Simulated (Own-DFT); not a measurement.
# Strain and stress in hcp Hf, 36 atoms (Hf36)

All numbers below are calculated, not measured. They come from Own-DFT, an in-house plane-wave density functional program, since retired, whose code no person has reviewed. Each row is one single-point run on a periodic cell that was not relaxed, without spin or spin-orbit coupling.

Settings of every run: PBE; PseudoDojo norm-conserving scalar-relativistic files; cutoff 42 hartree; 4 x 4 x 4 k mesh centred on Gamma; cold (Marzari-Vanderbilt) smearing of 0.2 eV.

Known limits: hafnium file: forces about 75 meV/angstrom off all-electron values; forces on such cells passed a denser k mesh, each cell not checked; stress not checked against mesh or cutoff.

Unstrained cell vectors in Å: (9.589, 0.000, 0.000); (-4.795, 8.305, 0.000); (0.000, 0.000, 10.102). The unstrained cell has measured lattice constants (interpolated for alloys), not those of this functional. That, the random moves and any unrelaxed bonds set the pressure at no strain. Each run strains this cell uniformly, with the atoms carried along. Every atom was also moved at random, by a Gaussian of width 0.05 Å on each axis. Strain is the symmetric tensor, in per cent. Stress is positive in tension, and the pressure is minus a third of its trace.

| run | e_xx (%) | e_yy (%) | e_zz (%) | e_yz (%) | e_xz (%) | e_xy (%) | s_xx (GPa) | s_yy (GPa) | s_zz (GPa) | s_yz (GPa) | s_xz (GPa) | s_xy (GPa) | P (GPa) | E (meV/atom) |
|---|---|---|---|---|---|---|---|---|---|---|---|---|---|---|
| 1 | 0.18 | 1.71 | -0.09 | -0.90 | -0.80 | 0.02 | 0.08 | 1.91 | -0.54 | -0.90 | -0.80 | 0.05 | -0.48 | 1.6 |
| 2 | 1.76 | -1.41 | 0.11 | -1.87 | 1.42 | 1.12 | 1.13 | -2.90 | -1.30 | -2.01 | 1.24 | 1.74 | 1.02 | 15.4 |
| 3 | 1.40 | -1.59 | 0.83 | -0.10 | 0.32 | -0.38 | 1.13 | -3.05 | -0.03 | -0.09 | 0.27 | -0.63 | 0.65 | 0.0 |
| 4 | -1.67 | 0.53 | -1.80 | 1.27 | -0.34 | 0.96 | -5.71 | -3.03 | -6.46 | 1.34 | -0.41 | 1.55 | 5.07 | 22.7 |
| 5 | -1.71 | 1.63 | 0.41 | 0.85 | 0.18 | -0.31 | -3.46 | 1.17 | -0.84 | 0.73 | 0.17 | -0.78 | 1.05 | 5.5 |
| 6 | 0.42 | -1.81 | 0.15 | -0.67 | 1.69 | -1.68 | -1.46 | -4.75 | -2.35 | -0.51 | 1.49 | -2.23 | 2.85 | 5.7 |
| 7 | -0.27 | 0.93 | 0.40 | 1.81 | 0.83 | -1.84 | -0.89 | 0.31 | -0.42 | 1.79 | 1.01 | -2.30 | 0.33 | 11.2 |
| 8 | -1.30 | 0.45 | -0.27 | 1.78 | 0.48 | 0.20 | -3.78 | -1.31 | -2.74 | 1.78 | 0.43 | 0.32 | 2.61 | 2.3 |
| 9 | -0.43 | 0.08 | 0.67 | -0.94 | 0.79 | 0.79 | -1.35 | -1.20 | -0.69 | -0.98 | 0.71 | 0.99 | 1.08 | 6.9 |
| 10 | 0.89 | 1.46 | 1.45 | 1.71 | -1.88 | 1.75 | 1.91 | 2.81 | 2.38 | 1.62 | -1.80 | 2.34 | -2.37 | 22.9 |
| 11 | 1.50 | 1.91 | 1.98 | -0.32 | -1.83 | 0.23 | 3.75 | 4.31 | 4.15 | -0.36 | -1.69 | 0.05 | -4.07 | 15.7 |
| 12 | 1.93 | -0.59 | 0.14 | 1.10 | -0.58 | 0.53 | 2.02 | -1.05 | -0.37 | 1.12 | -0.63 | 0.99 | -0.20 | 1.8 |
| 13 | 1.55 | 1.05 | 0.93 | -0.95 | 1.93 | 0.43 | 2.84 | 2.37 | 1.88 | -0.91 | 1.90 | 0.75 | -2.36 | 5.2 |
| 14 | -1.56 | -1.11 | 0.74 | -0.64 | 0.78 | 0.64 | -4.92 | -3.87 | -1.99 | -0.65 | 0.77 | 0.96 | 3.59 | 8.6 |
| 15 | -1.45 | 0.25 | 0.62 | 1.86 | -0.71 | 1.72 | -3.67 | -1.46 | -1.19 | 1.88 | -0.77 | 2.16 | 2.10 | 10.6 |
| 16 | -0.82 | 1.41 | -0.05 | -0.66 | -1.63 | -0.95 | ? | ? | ? | ? | ? | ? | ? | ? |

E is the free energy for each atom above the lowest run shown.

## Worked fit

Each stress component was fitted by least squares to a constant and the strains of the runs shown, as fractions, with shears doubled. Shear strains stay in the fit of a normal stress only where such slopes are resolved. The slopes, in GPa:

| stress | at no strain | per e_xx | per e_yy | per e_zz | scatter |
|---|---|---|---|---|---|
| s_xx | -1.4 | 194 ± 5 | 59 ± 5 | 65 ± 8 | 0.22 |
| s_yy | -1.4 | 61 ± 5 | 190 ± 5 | 72 ± 8 | 0.21 |
| s_zz | -1.7 | 65 ± 4 | 61 ± 4 | 201 ± 7 | 0.20 |

Each shear stress against twice its own strain: yz 50 ± 1, xz 49 ± 1, xy 70 ± 2 GPa. These are stiffnesses along x, y and z of the frame in which the cell vectors are given, which need not be the crystal's axes. The atoms are held to the strained lattice; where symmetry lets them move under strain, relaxing them would lower some slopes. The table should be nearly symmetric about its diagonal, and what it lacks of that shows the noise. A ninth of its sum, 108 ± 2 GPa, estimates the bulk modulus near the mean pressure of these runs, 0.7 GPa.

## Withheld run

Question: what normal stresses and pressure should run 16 give?

The fit gives s_xx = -2.2, s_yy = 0.7, s_zz = -1.5 and P = 1.0 GPa. The calculation gave -2.06, 0.95, -1.37 and P = 0.83 GPa.
